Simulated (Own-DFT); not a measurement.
Simulation results for Si3N4 (beta silicon nitride, strained, atoms displaced)

A calculation, not a measurement: plane-wave PBE density functional theory by an unreviewed code, no spin, of a simulated periodic cell, stress positive in tension, free energy of the whole cell less one offset for each atom, forces on such cells moved up to 12 meV/angstrom on a denser k mesh; offsets are fitted by least squares, one for each functional and potential file, so energies compare only between cells with the same atoms and settings and are not formation energies; the far tail of each file's local potential was reset to the Coulomb form; each entry is a single point on an unrelaxed cell, so the pressure reflects the starting lattice, mostly measured values (interpolated for alloys), from which strain is counted, and rises with the displacements; printed positions are rounded, which can move forces by about a meV/angstrom; the program, named Own-DFT, is a retired in-house code; no spin-orbit coupling; before rounding, a Quantum ESPRESSO 7.3.1 run of the same cell and cutoff gave forces within 1 meV/angstrom rms on each cell, which checks the program and not the settings. Program: Own-DFT development build.

Common to all runs: functional PBE; potential files PseudoDojo norm-conserving, scalar-relativistic, standard set; wave cutoff 42 hartree; occupations Fermi-Dirac; smearing width 0.1 eV; k mesh 2 x 2 x 4 centred on Gamma.

(1) Si3N4 (beta silicon nitride, strained, atoms displaced)

```
cell vectors (Å)
  15.2652     0.1080     0.2936
  -7.5390    13.2108    -0.2739
   0.1123    -0.0561     5.7567
atoms (fractions of the cell vectors)
Si  0.08415  0.38600  0.11929
Si  0.11288  0.20004  0.11216
Si  0.30261  0.41681  0.14034
Si  0.40826  0.11540  0.38024
Si  0.37963  0.28781  0.36171
Si  0.20395  0.08386  0.38539
N   0.16957  0.01462  0.11156
N   0.48869  0.15205  0.11589
N   0.35232  0.33387  0.12427
N   0.33517  0.48508  0.38428
N   0.02396  0.35638  0.36552
N   0.15632  0.16873  0.38436
N   0.16087  0.33038  0.12892
N   0.32782  0.16579  0.37328
Si  0.08864  0.38569  0.62164
Si  0.11472  0.19495  0.62347
Si  0.29961  0.41932  0.61935
Si  0.41178  0.11624  0.86000
Si  0.39148  0.30131  0.88535
Si  0.19644  0.08216  0.87469
N   0.16497  0.01778  0.62488
N   0.48458  0.15328  0.63484
N   0.34067  0.32513  0.62965
N   0.33225  0.48188  0.86559
N   0.01690  0.35679  0.87023
N   0.15301  0.16324  0.87411
N   0.16372  0.33767  0.63723
N   0.33487  0.16305  0.88529
Si  0.08547  0.89296  0.11753
Si  0.11018  0.70192  0.12398
Si  0.30321  0.91984  0.12157
Si  0.41906  0.61638  0.38496
Si  0.38037  0.78719  0.37315
Si  0.20419  0.58365  0.37197
N   0.17151  0.52122  0.12459
N   0.48474  0.65422  0.10622
N   0.34277  0.82992  0.15048
N   0.33163  0.98183  0.36049
N   0.01477  0.84972  0.37218
N   0.15112  0.66621  0.35639
N   0.16154  0.83860  0.13189
N   0.33110  0.67388  0.38409
Si  0.08687  0.88793  0.61108
Si  0.11143  0.70212  0.63017
Si  0.30633  0.91994  0.62411
Si  0.41536  0.61740  0.86387
Si  0.38322  0.80855  0.86219
Si  0.20312  0.58594  0.87567
N   0.16641  0.51472  0.63229
N   0.48225  0.65253  0.63190
N   0.35067  0.83893  0.62757
N   0.33329  0.97969  0.88667
N   0.01701  0.85402  0.87974
N   0.14673  0.66284  0.87847
N   0.16954  0.83848  0.62635
N   0.33418  0.67175  0.87294
Si  0.58305  0.38521  0.12370
Si  0.61442  0.19770  0.12116
Si  0.79886  0.41062  0.12049
Si  0.91547  0.11994  0.39446
Si  0.88783  0.29959  0.38110
Si  0.70312  0.09036  0.37159
N   0.67186  0.02168  0.12107
N   0.98069  0.15244  0.10182
N   0.84283  0.33119  0.12998
N   0.84401  0.48813  0.38282
N   0.51883  0.34575  0.38711
N   0.65045  0.16519  0.37262
N   0.66559  0.33029  0.11487
N   0.83989  0.16668  0.36574
Si  0.58554  0.37953  0.62837
Si  0.61163  0.19994  0.61903
Si  0.79955  0.41250  0.61609
Si  0.91963  0.12200  0.86800
Si  0.88508  0.29758  0.85901
Si  0.70231  0.08547  0.86453
N   0.66647  0.01866  0.63721
N   0.98522  0.15126  0.64759
N   0.84953  0.33924  0.64137
N   0.82237  0.47428  0.87893
N   0.52229  0.34776  0.85898
N   0.64698  0.16121  0.87625
N   0.66685  0.33362  0.62668
N   0.83356  0.16270  0.87832
Si  0.59177  0.88915  0.12782
Si  0.62158  0.70725  0.12297
Si  0.79352  0.91659  0.12781
Si  0.91706  0.61952  0.37534
Si  0.88415  0.79752  0.38090
Si  0.70192  0.58465  0.36449
N   0.66413  0.51159  0.12801
N   0.98131  0.64909  0.13987
N   0.85005  0.83687  0.14108
N   0.83405  0.98817  0.38388
N   0.52180  0.85731  0.37621
N   0.65336  0.66607  0.37838
N   0.66908  0.83722  0.12076
N   0.83026  0.66828  0.39418
Si  0.58743  0.88275  0.62369
Si  0.61712  0.70281  0.61297
Si  0.79967  0.91927  0.61440
Si  0.91394  0.61713  0.87693
Si  0.88493  0.79653  0.86650
Si  0.70279  0.57817  0.89362
N   0.66429  0.51280  0.63794
N   0.98352  0.65357  0.62775
N   0.85159  0.83630  0.62794
N   0.84072  0.98595  0.88544
N   0.51816  0.84953  0.86146
N   0.64678  0.66257  0.88047
N   0.66401  0.82942  0.62514
N   0.82723  0.67074  0.87316
```

```
free energy of cell above offsets : -2.302 eV
pressure                          : 9.73 GPa
stress xx                         : -4.55 GPa
stress yy                         : -4.52 GPa
stress zz                         : -20.11 GPa
stress yz                         : -1.66 GPa
stress xz                         : 6.42 GPa
stress xy                         : 2.81 GPa
```

Force:
```
element  x (eV/Å)  y (eV/Å)  z (eV/Å)
     Si     3.158      1.39    -2.185
     Si    -1.154     1.536     2.678
     Si    -2.545    -2.541    -4.222
     Si     1.855     0.383     -2.16
     Si     0.229     3.855     3.588
     Si    -1.355      0.95    -3.265
      N      -0.7     1.659     2.989
      N    -2.658    -1.598     1.295
      N    -0.975     1.307     1.902
      N     0.569     3.183    -1.562
      N    -4.337    -1.746     3.127
      N     -0.03    -1.536    -4.204
      N     2.372     1.121     0.009
      N     2.474    -2.424     0.211
     Si    -0.149     0.922    -0.249
     Si    -1.527     4.435     2.544
     Si    -0.683    -6.273     2.339
     Si     0.489    -1.758     5.759
     Si    -0.082     -2.46    -4.879
     Si     3.169     2.581     0.492
      N    -0.004    -1.873    -0.552
      N     0.398    -0.497    -4.487
      N     0.819     1.192    -0.479
      N     0.905     2.733     3.862
      N    -1.769    -0.837     0.172
      N    -1.182     0.257    -0.999
      N     3.539    -2.417    -0.664
      N    -2.791     1.302    -0.521
     Si      2.18    -3.181     1.058
     Si      0.96      3.05     0.878
     Si    -2.253    -7.449     1.047
     Si    -2.637     1.303    -3.173
     Si    -0.142      9.05    -0.004
     Si    -1.515     2.932     2.102
      N     0.008    -3.919    -1.138
      N     1.316     -0.24     3.896
      N     0.308     1.482    -3.542
      N     0.357     4.981     5.416
      N    -1.044     0.423    -0.023
      N     -0.44    -0.787     2.886
      N      2.03    -0.985    -0.518
      N     3.528    -9.654     0.386
     Si     1.815    -1.711     1.821
     Si     2.342     1.927    -1.297
     Si    -3.325    -2.852    -0.904
     Si    -4.279    -1.035     3.893
     Si     3.356    -3.363     4.721
     Si     0.645     3.082     0.102
      N     -0.03     0.132    -2.371
      N      3.84     1.254    -3.815
      N     0.226     0.284    -2.329
      N     0.682      4.89    -4.282
      N    -1.772    -0.514    -2.664
      N     -0.48    -0.188    -1.712
      N     0.117    -0.403    -0.046
      N     0.138     -0.41    -0.252
     Si     3.693    -2.553     0.385
     Si    -0.928     2.932     0.923
     Si    -2.983    -0.416     2.218
     Si     1.149    -1.255    -2.807
     Si    -0.164    -0.183    -1.767
     Si     2.095     -0.42     1.305
      N    -0.301    -2.151     0.127
      N      4.09     1.178     6.631
      N     3.734    -1.574     0.236
      N    -0.443    -0.359    -1.488
      N    -3.664    -1.079    -2.891
      N      -0.2    -0.244    -0.344
      N    -0.373     0.746     0.824
      N    -3.523     2.012     0.985
     Si     3.898      3.49    -3.802
     Si     1.203     2.172     2.207
     Si    -3.644     0.325      0.87
     Si    -6.227    -5.165     4.638
     Si     0.462    -1.673     4.249
     Si     0.904     3.335     3.954
      N     0.114    -3.274    -5.962
      N     4.284     1.836    -8.037
      N     2.493    -1.807    -3.006
      N     0.968     5.386    -0.964
      N    -5.143    -1.714     6.499
      N     0.669    -0.309    -2.884
      N     1.468    -1.365    -0.813
      N    -1.161     2.313    -1.187
     Si    -0.993     0.048    -2.077
     Si    -1.514     0.018     0.517
     Si     2.828     -0.44     -0.17
     Si    -3.942    -1.737      3.45
     Si    -0.244    -0.111     -1.47
     Si     1.148     1.015     4.952
      N    -0.389     -1.26     0.976
      N     1.195     0.763    -4.979
      N    -0.387     0.186    -1.513
      N     0.233     2.024     -1.58
      N    -2.363    -1.595    -0.288
      N     -0.38    -0.698    -3.192
      N    -0.455    -0.741     0.387
      N     1.553    -1.361    -1.215
     Si     1.075     1.655    -1.035
     Si    -0.425     0.026     4.693
     Si      0.24     -3.24     4.517
     Si    -2.568    -1.441     1.251
     Si    -1.266     2.046     2.397
     Si    -1.596      3.94    -4.477
      N    -0.248    -0.534     -2.42
      N     0.554     0.064     0.279
      N    -1.316     1.181     0.556
      N    -0.585     0.873    -2.135
      N     -2.41    -0.015     3.665
      N      1.33    -0.996    -2.255
      N     1.211     2.018    -0.521
      N     3.282    -2.817     0.916
```

(2) Si3N4 (beta silicon nitride, strained, atoms displaced)

```
cell vectors (Å)
  15.4285    -0.0405     0.1899
  -7.7493    12.9477    -0.3500
   0.0726    -0.1126     5.7279
atoms (fractions of the cell vectors)
Si  0.08166  0.39022  0.11704
Si  0.11861  0.19880  0.12461
Si  0.30198  0.42760  0.11563
Si  0.41818  0.11869  0.37758
Si  0.37637  0.29718  0.37432
Si  0.20140  0.08501  0.38183
N   0.16968  0.01502  0.12204
N   0.48267  0.14856  0.11820
N   0.34980  0.33907  0.12124
N   0.33148  0.48192  0.35898
N   0.01849  0.34987  0.37878
N   0.14914  0.16664  0.36430
N   0.16662  0.33669  0.12430
N   0.33273  0.16653  0.38745
Si  0.07820  0.37276  0.62273
Si  0.11919  0.20485  0.61373
Si  0.29934  0.41512  0.64325
Si  0.41358  0.11215  0.88029
Si  0.38459  0.28896  0.86957
Si  0.20473  0.08513  0.87380
N   0.16508  0.01644  0.62744
N   0.48422  0.14926  0.62543
N   0.34903  0.33528  0.61741
N   0.33530  0.48605  0.88316
N   0.01312  0.34918  0.88312
N   0.14680  0.16397  0.88300
N   0.16775  0.32940  0.63038
N   0.33112  0.16406  0.87871
Si  0.08723  0.88687  0.12162
Si  0.11321  0.70045  0.11340
Si  0.30063  0.91207  0.11616
Si  0.41412  0.62084  0.37505
Si  0.38644  0.80330  0.37704
Si  0.19923  0.58929  0.36429
N   0.16304  0.51101  0.11444
N   0.48353  0.65098  0.13192
N   0.35026  0.83414  0.12047
N   0.33735  0.98904  0.37457
N   0.01893  0.85082  0.38415
N   0.15734  0.66969  0.38128
N   0.17074  0.83240  0.12082
N   0.33690  0.66997  0.36900
Si  0.09125  0.89151  0.62058
Si  0.11412  0.70445  0.61391
Si  0.30436  0.91913  0.61640
Si  0.41843  0.61691  0.87632
Si  0.38437  0.79956  0.87021
Si  0.19803  0.58512  0.86309
N   0.16710  0.51754  0.61370
N   0.48468  0.65067  0.61728
N   0.35028  0.83426  0.61818
N   0.33272  0.97803  0.87615
N   0.01183  0.84570  0.88328
N   0.14897  0.66397  0.88816
N   0.17210  0.83622  0.61501
N   0.34127  0.66550  0.87919
Si  0.58944  0.38826  0.10040
Si  0.61753  0.19939  0.12602
Si  0.79821  0.41487  0.11808
Si  0.91469  0.11517  0.36679
Si  0.88720  0.29199  0.38596
Si  0.69675  0.08801  0.38951
N   0.66612  0.01265  0.11418
N   0.99289  0.15653  0.11710
N   0.85527  0.33926  0.13765
N   0.83203  0.48582  0.38276
N   0.52232  0.35299  0.37428
N   0.65222  0.16849  0.38849
N   0.66769  0.33279  0.12945
N   0.82782  0.17083  0.36247
Si  0.58395  0.37737  0.63293
Si  0.60890  0.20421  0.62697
Si  0.79891  0.41555  0.62530
Si  0.91740  0.11410  0.89145
Si  0.87994  0.29442  0.86697
Si  0.69490  0.08543  0.87446
N   0.66470  0.01777  0.62096
N   0.98596  0.15082  0.63195
N   0.84808  0.33361  0.63292
N   0.83444  0.48785  0.87885
N   0.51167  0.35144  0.88792
N   0.64794  0.16339  0.86289
N   0.66513  0.32844  0.63106
N   0.83061  0.17091  0.87905
Si  0.58349  0.88627  0.13211
Si  0.61305  0.70309  0.11482
Si  0.80505  0.91245  0.10422
Si  0.90384  0.60783  0.36523
Si  0.88188  0.79987  0.37928
Si  0.70732  0.59146  0.37434
N   0.66869  0.51666  0.12815
N   0.97972  0.65022  0.10968
N   0.85439  0.83966  0.10854
N   0.83797  0.98482  0.37615
N   0.51628  0.84739  0.35069
N   0.64611  0.66632  0.37307
N   0.66350  0.83267  0.12131
N   0.82735  0.67050  0.37622
Si  0.58582  0.88096  0.62937
Si  0.62290  0.70127  0.61980
Si  0.79754  0.90961  0.63832
Si  0.91604  0.61677  0.88129
Si  0.88212  0.79588  0.86928
Si  0.70040  0.58932  0.85842
N   0.66652  0.51273  0.62036
N   0.98429  0.64957  0.64420
N   0.84718  0.83387  0.63639
N   0.84109  0.98759  0.86666
N   0.51788  0.85110  0.89379
N   0.65207  0.67258  0.86164
N   0.66705  0.83177  0.61453
N   0.83501  0.67096  0.89365
```

```
free energy of cell above offsets : -1.082 eV
pressure                          : 15.38 GPa
stress xx                         : -1.9 GPa
stress yy                         : -20.02 GPa
stress zz                         : -24.23 GPa
stress yz                         : -7.62 GPa
stress xz                         : 3.39 GPa
stress xy                         : -0.59 GPa
```

Force:
```
element  x (eV/Å)  y (eV/Å)  z (eV/Å)
     Si     4.564    -4.513     2.316
     Si    -2.781     5.785     0.388
     Si    -1.167     -9.63     1.113
     Si    -3.119     0.898    -1.122
     Si     3.266     0.846    -3.558
     Si       0.3     2.323    -1.402
      N    -0.187     0.294     0.069
      N     2.424     0.831     1.765
      N     0.875    -0.827    -0.693
      N     0.574     4.722     8.167
      N    -2.876    -1.289    -1.758
      N     3.265    -2.878     1.606
      N    -0.316    -0.167    -0.266
      N     0.538    -0.509    -0.344
     Si     4.072     2.553     2.169
     Si     -1.38    -1.802      3.36
     Si    -1.263    -1.748    -5.254
     Si    -2.224    -0.189    -1.176
     Si    -4.127     4.047      0.81
     Si    -2.314     2.347     2.149
      N     0.137     0.892    -1.254
      N    -0.883    -0.388     1.285
      N    -0.218     0.334     4.078
      N     0.571     3.924    -3.301
      N    -2.204    -0.966    -3.374
      N     3.758     -2.53    -5.009
      N    -1.286     3.395     0.019
      N     2.679    -2.321    -0.084
     Si     1.798    -2.401     0.614
     Si     -1.45     1.598     4.507
     Si    -1.312    -1.609     2.165
     Si    -1.255    -2.058     0.608
     Si     2.379    -2.795    -3.553
     Si     4.194    -0.947     0.918
      N    -0.229     5.003    -0.372
      N     2.213     0.291    -1.717
      N    -0.561     1.042     1.342
      N     0.461    -0.587    -0.612
      N    -2.649    -0.611    -2.011
      N    -2.784     0.452    -2.717
      N    -2.291     0.683     0.013
      N    -2.107    -0.084     0.156
     Si     1.225    -4.772      2.47
     Si     0.009     0.238     2.948
     Si    -1.193    -3.322    -0.761
     Si    -1.056     1.055    -0.736
     Si     2.696    -2.403    -0.155
     Si     2.855     1.218     1.634
      N    -0.563     -2.55    -1.042
      N     2.295     0.577      1.67
      N    -1.142     1.807     2.537
      N     0.341     3.773    -0.288
      N      0.84     1.393    -2.258
      N       1.3    -0.874    -5.206
      N    -1.459     0.997       0.2
      N    -3.987     0.767    -0.632
     Si     2.231    -1.146     6.886
     Si     -0.84     1.392     0.426
     Si     0.776    -2.603     1.122
     Si    -1.021     1.237     1.733
     Si    -2.017     5.281    -1.718
     Si     2.499     0.386    -3.699
      N    -0.708      2.54     1.962
      N    -1.466    -1.331      3.03
      N    -0.716     0.728    -0.524
      N    -0.279    -2.339     -0.61
      N    -2.364    -1.549    -0.772
      N    -1.624    -0.373    -2.314
      N    -0.572     0.232    -0.807
      N     2.954    -5.877     0.558
     Si     0.241     1.153    -2.441
     Si     3.246    -1.744     0.912
     Si    -0.189    -2.526     0.564
     Si    -2.901     3.215    -3.596
     Si     0.487     2.383     2.954
     Si     3.128     1.337     1.042
      N    -0.184    -3.271     0.403
      N     0.012      0.28    -1.371
      N    -0.746     1.387    -1.202
      N    -0.225    -0.657    -0.127
      N     0.185    -0.632    -4.129
      N    -1.543     0.233     0.948
      N    -0.706     4.102     0.288
      N     1.698     -4.74    -0.129
     Si     6.031     0.724    -3.414
     Si    -0.866     0.748      2.24
     Si    -5.032     0.515     3.382
     Si     0.668     6.016     1.707
     Si     1.578     1.226    -1.795
     Si    -3.957    -2.301     0.192
      N    -0.385      1.24    -3.108
      N     3.525     1.161     6.865
      N     0.934     -0.69     3.825
      N     0.272    -1.262    -0.371
      N    -3.511    -1.213     8.247
      N     3.709    -2.155    -4.023
      N     1.605     1.705    -0.406
      N      4.64     0.384     0.298
     Si     0.726    -0.208    -0.844
     Si    -6.192     1.943    -0.015
     Si    -2.406     0.736    -4.734
     Si    -5.068    -0.188     -3.06
     Si     2.553      0.08    -0.154
     Si     1.877     0.757     3.492
      N    -0.066     0.034    -0.692
      N     0.638     0.292    -4.969
      N     0.579    -0.124    -1.321
      N    -0.265     -0.58     2.402
      N    -2.662    -0.717    -5.245
      N     2.801    -2.666     2.167
      N     -0.12     1.138     0.747
      N     -0.21    -3.012    -1.221
```
